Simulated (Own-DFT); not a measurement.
Ti12O23 (rutile with two vacancies, strained, atoms displaced) (calculated)

A calculation, not a measurement: plane-wave PBE density functional theory by an unreviewed code, no spin, of a simulated periodic cell, stress positive in tension, free energy of the whole cell less one offset for each atom, defect cell not probed for a lower state with spin; oxygen file: force components 24 meV/angstrom off all-electron in one glass; forces on such cells passed a denser k mesh, this cell's mesh not checked; offsets are fitted by least squares, one for each functional and potential file, so energies compare only between cells with the same atoms and settings and are not formation energies; the far tail of each file's local potential was reset to the Coulomb form; each entry is a single point on an unrelaxed cell, so the pressure reflects the starting lattice, mostly measured values (interpolated for alloys), from which strain is counted, and rises with the displacements; printed positions are rounded, which can move forces by about a meV/angstrom; the program, named Own-DFT, is a retired in-house code; no spin-orbit coupling; before rounding, a Quantum ESPRESSO 7.3.1 run of the same cell and cutoff gave forces within 1 meV/angstrom rms on each cell, which checks the program and not the settings. Program: Own-DFT development build.

Settings shared by all entries: functional PBE; potential files PseudoDojo norm-conserving, scalar-relativistic, standard set; wave cutoff 72 hartree; occupations Fermi-Dirac; smearing width 0.1 eV; k mesh 3 x 3 x 3 centred on Gamma.

(1) Ti12O23 (rutile with two vacancies, strained, atoms displaced)

```
Ti12O23
1.0
      9.0468     0.0305    -0.0826
      0.0305     9.2817     0.1721
     -0.0798     0.1662     8.9060
Ti O Ti O Ti O Ti O Ti O Ti O Ti O Ti O Ti O Ti O Ti O Ti O
2 4 2 3 2 4 2 4 2 4 2 4 2 4 2 3 2 4 2 4 2 4 2 4
Direct
  0.00627 0.99476 0.00282
  0.24106 0.24604 0.16312
  0.15585 0.14557 0.98803
  0.35076 0.34459 0.99602
  0.39107 0.09841 0.16321
  0.10389 0.39793 0.16717
  0.99788 0.01338 0.33874
  0.24742 0.25084 0.50790
  0.14855 0.15028 0.33189
  0.35300 0.35336 0.32817
  0.40162 0.10235 0.50257
  0.99888 0.99736 0.67223
  0.25160 0.24967 0.81952
  0.15397 0.14874 0.66230
  0.34671 0.34678 0.66959
  0.40887 0.10147 0.83780
  0.09098 0.40653 0.83299
  0.99874 0.48974 0.99884
  0.25109 0.75864 0.17153
  0.14382 0.65413 0.00338
  0.34459 0.84710 0.99488
  0.40397 0.61107 0.17602
  0.09899 0.90767 0.16236
  0.00065 0.49568 0.33694
  0.25327 0.75339 0.49354
  0.15375 0.65642 0.33560
  0.34408 0.84630 0.33290
  0.40480 0.60213 0.50227
  0.09924 0.89462 0.49744
  0.99308 0.49457 0.66691
  0.24378 0.75284 0.82746
  0.13475 0.65482 0.67691
  0.35004 0.85912 0.65946
  0.39059 0.59917 0.82605
  0.10211 0.90846 0.82690
  0.50064 0.99468 0.00184
  0.75829 0.24470 0.16954
  0.65815 0.15199 0.00533
  0.83882 0.34428 0.99569
  0.89779 0.09881 0.16809
  0.60269 0.40440 0.16390
  0.49279 0.99690 0.33771
  0.73845 0.24639 0.50329
  0.64750 0.15481 0.33278
  0.90683 0.09131 0.49860
  0.60191 0.39665 0.50159
  0.50168 0.99880 0.66988
  0.76334 0.24325 0.82930
  0.64790 0.15396 0.66358
  0.85111 0.33798 0.66251
  0.90070 0.09819 0.83535
  0.60883 0.41133 0.83422
  0.49443 0.50486 0.00538
  0.74346 0.75350 0.16521
  0.65146 0.65304 0.00598
  0.84086 0.84433 0.99289
  0.90771 0.59347 0.16726
  0.60053 0.90866 0.17429
  0.49598 0.49432 0.33440
  0.75839 0.74461 0.49962
  0.65017 0.64874 0.32469
  0.84369 0.83850 0.33274
  0.89925 0.59612 0.50548
  0.59634 0.89823 0.50746
  0.51145 0.49497 0.66376
  0.74986 0.75520 0.83862
  0.65579 0.64791 0.67047
  0.84111 0.84189 0.66820
  0.89456 0.59839 0.83060
  0.59443 0.89861 0.83168
```

* free energy of cell above offsets: -12.286 eV
* pressure: 5.92 GPa
* stress xx: -7.57 GPa
* stress yy: -4.82 GPa
* stress zz: -5.37 GPa
* stress yz: 4.91 GPa
* stress xz: -2.53 GPa
* stress xy: 1.73 GPa

Force:
| element | x (eV/Å) | y (eV/Å) | z (eV/Å) |
| --- | --- | --- | --- |
| Ti | 0.121 | 0.258 | -0.193 |
| Ti | 1.746 | -0.242 | -1.213 |
| O | -0.856 | 0.232 | 0.68 |
| O | -0.421 | 0.266 | 0.103 |
| O | 0.91 | -0.93 | 0.412 |
| O | -1.294 | 0.342 | 0.896 |
| Ti | 0.13 | -1.619 | 0.4 |
| Ti | 1.37 | -0.493 | -1.75 |
| O | 0.197 | 0.607 | 0.664 |
| O | -1.371 | -0.949 | 0.569 |
| O | -0.37 | 0.292 | -0.896 |
| Ti | -0.578 | -0.962 | -1.178 |
| Ti | 0.435 | -0.155 | 3.349 |
| O | -0.569 | 0.415 | -0.141 |
| O | -0.111 | 0.417 | -1.554 |
| O | -0.454 | 0.246 | -0.451 |
| O | 0.983 | -1.335 | 0.217 |
| Ti | -0.235 | 2.006 | -0.343 |
| Ti | -0.445 | -1.531 | -2.186 |
| O | 0.254 | 0.14 | -0.154 |
| O | 0.509 | 0.433 | 0.503 |
| O | 0.074 | -0.919 | -0.845 |
| O | -0.112 | -0.14 | 0.822 |
| Ti | 0.501 | 2.503 | -2.021 |
| Ti | -0.515 | -0.929 | 1.867 |
| O | -0.885 | -1.279 | 0.069 |
| O | 0.977 | 1.268 | 0.072 |
| O | 0.045 | -0.615 | -0.293 |
| O | -0.783 | 1.024 | 0.275 |
| Ti | -0.016 | 1.334 | 1.645 |
| Ti | 0.756 | -1.946 | 0.337 |
| O | 0.896 | 0.073 | -0.859 |
| O | -0.972 | -0.954 | 0.425 |
| O | 0.875 | -0.427 | 0.315 |
| O | -0.517 | 0.146 | 1.04 |
| Ti | -0.361 | 0.741 | -0.109 |
| Ti | -2.347 | 0.295 | -2.026 |
| O | -0.502 | -0.505 | -0.035 |
| O | 1.484 | 0.591 | 0.53 |
| O | 0.888 | -0.519 | -0.479 |
| O | -0.068 | 0.076 | 0.607 |
| Ti | 0.688 | 0.692 | 0.277 |
| Ti | 0.166 | -0.726 | 0.012 |
| O | 0.765 | 0.509 | 0.284 |
| O | -1.126 | 0.977 | 0.127 |
| O | 0.069 | 0.397 | -0.121 |
| Ti | -0.496 | -0.643 | -0.432 |
| Ti | -2.098 | 0.87 | 1.378 |
| O | 0.511 | -0.059 | 0.36 |
| O | 0.475 | 0.347 | -0.421 |
| O | 0.646 | -0.869 | -0.693 |
| O | -0.872 | -0.277 | 0.039 |
| Ti | 0.024 | -0.303 | -1.06 |
| Ti | 0.002 | -0.897 | 1.088 |
| O | -0.571 | -0.089 | -0.222 |
| O | 1.594 | 1.376 | 0.984 |
| O | -0.365 | -0.891 | 0.965 |
| O | -0.378 | -0.012 | 0.062 |
| Ti | 0.282 | 1.029 | -0.781 |
| Ti | -1.567 | 0.554 | -0.092 |
| O | 0.342 | 0.071 | 0.724 |
| O | 0.929 | 0.97 | -0.068 |
| O | 0.862 | -1.45 | -1.609 |
| O | -0.232 | 0.591 | -0.851 |
| Ti | 0.43 | 1.896 | 1.917 |
| Ti | -0.414 | -1.738 | -1.062 |
| O | -0.76 | -0.371 | -0.662 |
| O | 1.321 | 1.349 | -0.336 |
| O | 0.454 | -0.947 | 0.313 |
| O | -0.048 | 0.388 | 0.805 |

(2) Ti12O23 (rutile with two vacancies, strained, atoms displaced)

```
Ti12O23
1.0
      9.1086     0.0862    -0.0943
      0.0862     9.1862    -0.0055
     -0.0911    -0.0054     8.8196
Ti O Ti O Ti O Ti O Ti O Ti O Ti O Ti O Ti O Ti O Ti O Ti O
2 4 2 4 2 4 2 4 2 4 2 4 2 4 2 3 2 3 2 4 2 4 2 4
Direct
  0.99229 0.00298 0.00148
  0.25701 0.24725 0.16106
  0.15350 0.15433 0.99569
  0.34585 0.35679 1.00000
  0.40627 0.09723 0.16595
  0.09651 0.39501 0.17895
  0.00643 0.00834 0.33778
  0.25765 0.24508 0.49563
  0.15570 0.14819 0.32652
  0.35116 0.34677 0.34443
  0.39219 0.09871 0.49383
  0.10103 0.39736 0.49650
  0.00833 0.99424 0.66169
  0.25637 0.24398 0.83875
  0.14496 0.14986 0.67089
  0.35211 0.34241 0.66484
  0.39879 0.10572 0.83670
  0.10063 0.40530 0.84761
  0.00076 0.50800 0.00337
  0.25439 0.74942 0.17190
  0.15653 0.64832 0.99666
  0.34757 0.84465 0.00467
  0.40203 0.60989 0.16690
  0.10100 0.90774 0.16132
  0.00604 0.50334 0.33253
  0.25552 0.75016 0.51229
  0.15023 0.64777 0.32687
  0.34585 0.84615 0.34053
  0.40505 0.59095 0.49228
  0.10216 0.90944 0.50131
  0.00384 0.51288 0.67129
  0.25620 0.76100 0.82945
  0.15127 0.64559 0.67662
  0.34169 0.84648 0.67601
  0.40538 0.60489 0.83834
  0.09849 0.90436 0.82966
  0.50651 0.00063 0.00923
  0.74636 0.24592 0.16754
  0.65501 0.14931 0.00221
  0.84780 0.34933 0.00428
  0.90640 0.10634 0.17206
  0.60224 0.39698 0.18021
  0.50285 0.99722 0.33218
  0.74193 0.24116 0.50541
  0.64377 0.15205 0.33620
  0.85464 0.34839 0.32455
  0.91228 0.09647 0.50099
  0.50264 0.00650 0.66789
  0.75766 0.24280 0.83286
  0.63951 0.15168 0.67268
  0.89831 0.10441 0.83063
  0.60203 0.40836 0.82590
  0.49719 0.50173 0.99504
  0.74442 0.74603 0.16470
  0.65455 0.65112 0.00913
  0.84840 0.85314 0.99774
  0.90718 0.59933 0.16587
  0.58780 0.90740 0.16366
  0.49139 0.49737 0.33643
  0.74846 0.75104 0.50036
  0.65286 0.65406 0.33417
  0.85148 0.84478 0.32971
  0.89732 0.60344 0.49682
  0.59986 0.90517 0.49720
  0.50539 0.49869 0.67291
  0.74728 0.75480 0.82689
  0.65912 0.65212 0.67360
  0.85044 0.86100 0.66902
  0.89751 0.59792 0.83555
  0.60148 0.89242 0.82617
```

* free energy of cell above offsets: -11.959 eV
* pressure: 10.18 GPa
* stress xx: -10.16 GPa
* stress yy: -9.25 GPa
* stress zz: -11.14 GPa
* stress yz: -0.11 GPa
* stress xz: -2.52 GPa
* stress xy: 4.24 GPa

Force:
| element | x (eV/Å) | y (eV/Å) | z (eV/Å) |
| --- | --- | --- | --- |
| Ti | 0.565 | -0.884 | 1.015 |
| Ti | -1.762 | 0.625 | 0.387 |
| O | 0.151 | -0.035 | 0.771 |
| O | 0.57 | -0.182 | 0.583 |
| O | -0.556 | 0.624 | -0.246 |
| O | 0.76 | 0.011 | -1.039 |
| Ti | -0.205 | -0.765 | -1.795 |
| Ti | -2.154 | 1.079 | 1.518 |
| O | 0.44 | 0.315 | -0.039 |
| O | 0.683 | 0.27 | -1.141 |
| O | 1.766 | -1.923 | 0.609 |
| O | -1.014 | 0.707 | 1.353 |
| Ti | 0.179 | 0.845 | 1.048 |
| Ti | -1.934 | 1.005 | -1.838 |
| O | 0.963 | 0.807 | 0.075 |
| O | 0.804 | 0.895 | 0.08 |
| O | 1.664 | -1.867 | -0.29 |
| O | -0.781 | -0.085 | -1.878 |
| Ti | 0.811 | -0.616 | 0.153 |
| Ti | -1.711 | 0.386 | -0.778 |
| O | -0.333 | 0.219 | 0.364 |
| O | 0.664 | 0.954 | -0.649 |
| O | 1.54 | -1.915 | 0.169 |
| O | -0.292 | 0.096 | 0.024 |
| Ti | -0.302 | -1.159 | 0.281 |
| Ti | -0.648 | -0.502 | -2.64 |
| O | 0.74 | 0.971 | 1.1 |
| O | 0.33 | 0.232 | 0.64 |
| O | -0.354 | 0.858 | 1.579 |
| O | 1.236 | -1.847 | -0.175 |
| Ti | 1.046 | -0.486 | -0.208 |
| Ti | -1.645 | -0.807 | 4.199 |
| O | 0.324 | 0.497 | -1.031 |
| O | 1.792 | 1.348 | -1.987 |
| O | 0.466 | -0.472 | -0.675 |
| O | 0.117 | -0.222 | 1.03 |
| Ti | -1.174 | 0.371 | -2.294 |
| Ti | 1.323 | 1.986 | 0.306 |
| O | -0.719 | -0.495 | -1.037 |
| O | -0.665 | -0.482 | -0.694 |
| O | -0.059 | -0.818 | -0.569 |
| O | -1.242 | 0.839 | -0.632 |
| Ti | -0.975 | -0.103 | 1.03 |
| Ti | 1.694 | -0.626 | -2.574 |
| O | 0.183 | 0.278 | 1.091 |
| O | -1.529 | -0.714 | 1.718 |
| O | -2.295 | 2.053 | -0.133 |
| Ti | -0.559 | -0.339 | 0.041 |
| Ti | -0.069 | 1.36 | 2.216 |
| O | 0.749 | 0.765 | -0.972 |
| O | 0.451 | -0.1 | -0.375 |
| O | 0.369 | -0.725 | 1.248 |
| Ti | 0.523 | 0.165 | 1.194 |
| Ti | 1.703 | -0.13 | 1.145 |
| O | -0.602 | -0.395 | -1.13 |
| O | -0.244 | 0.071 | 0.346 |
| O | -0.983 | 0.783 | 0.038 |
| O | 1.96 | -1.893 | 1.186 |
| Ti | 0.76 | 0.112 | -2.313 |
| Ti | 1.012 | 0.142 | -1.334 |
| O | -0.439 | -0.166 | 0.028 |
| O | -0.31 | 0.471 | 0.527 |
| O | 0.635 | -0.862 | 1.353 |
| O | -0.472 | 0.196 | 0.91 |
| Ti | -0.825 | -0.212 | -0.027 |
| Ti | 1.521 | 0.191 | 1.05 |
| O | -0.984 | -0.675 | -1.351 |
| O | -0.994 | -1.391 | -0.058 |
| O | 0.216 | -0.482 | -0.832 |
| O | -1.88 | 1.847 | 0.325 |

(3) Ti12O23 (rutile with two vacancies, strained, atoms displaced)

```
Ti12O23
1.0
      9.1206     0.0062     0.0111
      0.0062     9.0942    -0.0402
      0.0108    -0.0388     8.7458
Ti O Ti O Ti O Ti O Ti O Ti O Ti O Ti O Ti O Ti O Ti O Ti O
2 4 2 4 2 4 2 4 2 4 2 4 2 3 2 4 2 4 2 4 2 3 2 4
Direct
  0.00462 0.00492 0.99201
  0.25829 0.24879 0.16384
  0.16348 0.15092 0.98582
  0.35294 0.34807 0.00216
  0.39536 0.09775 0.16592
  0.09275 0.40931 0.17626
  0.00241 0.00308 0.33365
  0.24274 0.25200 0.50155
  0.14311 0.14965 0.33884
  0.34332 0.35176 0.33963
  0.40614 0.09510 0.50499
  0.09524 0.40670 0.50353
  0.00089 0.00302 0.66503
  0.25498 0.26240 0.83598
  0.14762 0.15459 0.67383
  0.34670 0.35451 0.67524
  0.40273 0.09476 0.83714
  0.09888 0.40977 0.83871
  0.00316 0.50345 0.99512
  0.24988 0.75197 0.17348
  0.13836 0.65403 0.99868
  0.34866 0.84140 0.00139
  0.41121 0.58653 0.16426
  0.08981 0.90772 0.17296
  0.00231 0.49931 0.33794
  0.23879 0.74849 0.50269
  0.14529 0.65212 0.33885
  0.33751 0.85163 0.32717
  0.39718 0.60376 0.48541
  0.10467 0.89958 0.50295
  0.99579 0.49540 0.66685
  0.24655 0.74651 0.84196
  0.14843 0.65159 0.66251
  0.34369 0.85297 0.66529
  0.40838 0.60096 0.84078
  0.09564 0.90634 0.83878
  0.50176 0.99517 0.00756
  0.75176 0.25657 0.16207
  0.65189 0.14522 0.99722
  0.84573 0.34164 0.00162
  0.89205 0.10054 0.16511
  0.49619 0.99920 0.34441
  0.73619 0.25536 0.49914
  0.65567 0.14858 0.33800
  0.84898 0.36094 0.33292
  0.90739 0.10812 0.49654
  0.59921 0.41186 0.49394
  0.50077 0.99468 0.67865
  0.74118 0.25478 0.84086
  0.65181 0.15408 0.65987
  0.84529 0.34058 0.65516
  0.90188 0.09539 0.83879
  0.60197 0.39698 0.83196
  0.49898 0.50767 0.99673
  0.75058 0.75118 0.16118
  0.65204 0.66101 0.99763
  0.85272 0.84557 0.99753
  0.91220 0.58886 0.16937
  0.59250 0.89913 0.17075
  0.50415 0.50059 0.32282
  0.75058 0.75533 0.50700
  0.84311 0.85147 0.33946
  0.90459 0.60361 0.49896
  0.59969 0.91141 0.50354
  0.50170 0.50516 0.66995
  0.75292 0.74212 0.83426
  0.64994 0.66354 0.66202
  0.85651 0.84941 0.66417
  0.90273 0.59988 0.82793
  0.59219 0.89977 0.83294
```

* free energy of cell above offsets: -11.411 eV
* pressure: 14.89 GPa
* stress xx: -12.93 GPa
* stress yy: -13.29 GPa
* stress zz: -18.44 GPa
* stress yz: -1.21 GPa
* stress xz: 1.05 GPa
* stress xy: 0.4 GPa

Force:
| element | x (eV/Å) | y (eV/Å) | z (eV/Å) |
| --- | --- | --- | --- |
| Ti | -0.432 | 0.569 | 1.472 |
| Ti | -1.294 | 0.107 | 0.835 |
| O | -0.984 | 0.004 | 1.751 |
| O | 0.769 | 0.935 | 0.46 |
| O | 0.471 | -0.058 | 0.353 |
| O | 2.108 | -2.03 | -2.016 |
| Ti | -1.528 | 0.311 | 0.346 |
| Ti | 0.099 | -0.76 | 0.096 |
| O | 1.63 | 1.326 | -0.349 |
| O | 0.837 | -0.102 | -0.727 |
| O | -1.388 | 1.236 | -0.423 |
| O | 1.163 | -1.183 | 0.468 |
| Ti | -0.311 | 1.07 | -0.69 |
| Ti | -0.285 | -1.678 | -0.662 |
| O | 0.724 | 0.558 | -0.431 |
| O | 0.818 | 0.658 | -1.341 |
| O | -0.116 | 0.666 | 0.259 |
| O | 0.52 | -0.887 | -0.903 |
| Ti | -0.629 | -0.287 | 2.574 |
| Ti | -1.298 | 0.367 | 0.201 |
| O | 1.412 | 0.771 | 0.18 |
| O | -0.233 | -0.109 | 0.39 |
| O | -1.414 | 1.678 | 0.067 |
| O | 1.529 | -1.449 | -1.178 |
| Ti | -0.736 | 0.007 | -0.775 |
| Ti | 0.826 | -0.033 | 0.845 |
| O | 1.096 | 0.75 | -1.24 |
| O | 0.871 | 0.136 | 0.074 |
| O | 1.821 | -0.593 | 0.121 |
| O | -1.305 | 1.209 | -0.199 |
| Ti | -0.55 | -0.18 | -1.018 |
| Ti | -0.304 | 1.004 | -1.763 |
| O | 0.153 | -0.304 | 1.168 |
| O | -0.031 | -0.789 | 0.624 |
| O | -0.745 | 0.572 | -0.949 |
| O | 1.171 | -1.335 | -0.893 |
| Ti | -0.322 | 0.427 | -0.918 |
| Ti | 1.2 | -1.505 | 2.265 |
| O | -0.315 | 0.635 | 0.598 |
| O | 0.452 | 1.297 | -0.319 |
| O | 0.336 | 0.198 | 0.141 |
| Ti | 0.309 | 0.619 | 0.372 |
| Ti | 1.269 | -0.858 | -0.101 |
| O | -0.997 | 0.245 | -1.55 |
| O | -1.854 | -1.403 | -0.687 |
| O | -0.079 | -0.802 | 0.787 |
| O | -0.162 | 0.496 | 0.212 |
| Ti | -1.014 | 0.751 | -0.506 |
| Ti | 1.014 | -1.711 | -2.214 |
| O | -0.449 | -0.321 | 1.032 |
| O | 1.072 | 1.49 | 1.879 |
| O | -0.622 | 0.623 | -0.602 |
| O | -0.904 | 1.437 | -0.128 |
| Ti | 1.024 | -0.964 | -0.237 |
| Ti | 1.762 | 0.785 | 0.569 |
| O | -0.818 | -1.291 | -0.004 |
| O | -0.49 | -0.36 | 0.258 |
| O | -2.844 | 2.496 | -0.679 |
| O | 0.765 | -1.02 | 0.182 |
| Ti | -1.348 | -0.863 | 3.665 |
| Ti | 1.72 | 1.112 | -0.422 |
| O | -0.929 | -1.114 | -0.798 |
| O | -1.221 | 0.358 | 0.998 |
| O | 0.567 | -1.655 | -0.717 |
| Ti | -0.744 | -0.001 | -1.797 |
| Ti | 0.657 | 1.62 | 0 |
| O | -1.018 | -1.35 | 0.565 |
| O | -0.959 | -0.504 | 0.108 |
| O | -0.719 | -0.174 | 0.449 |
| O | 1.227 | -0.847 | 0.875 |
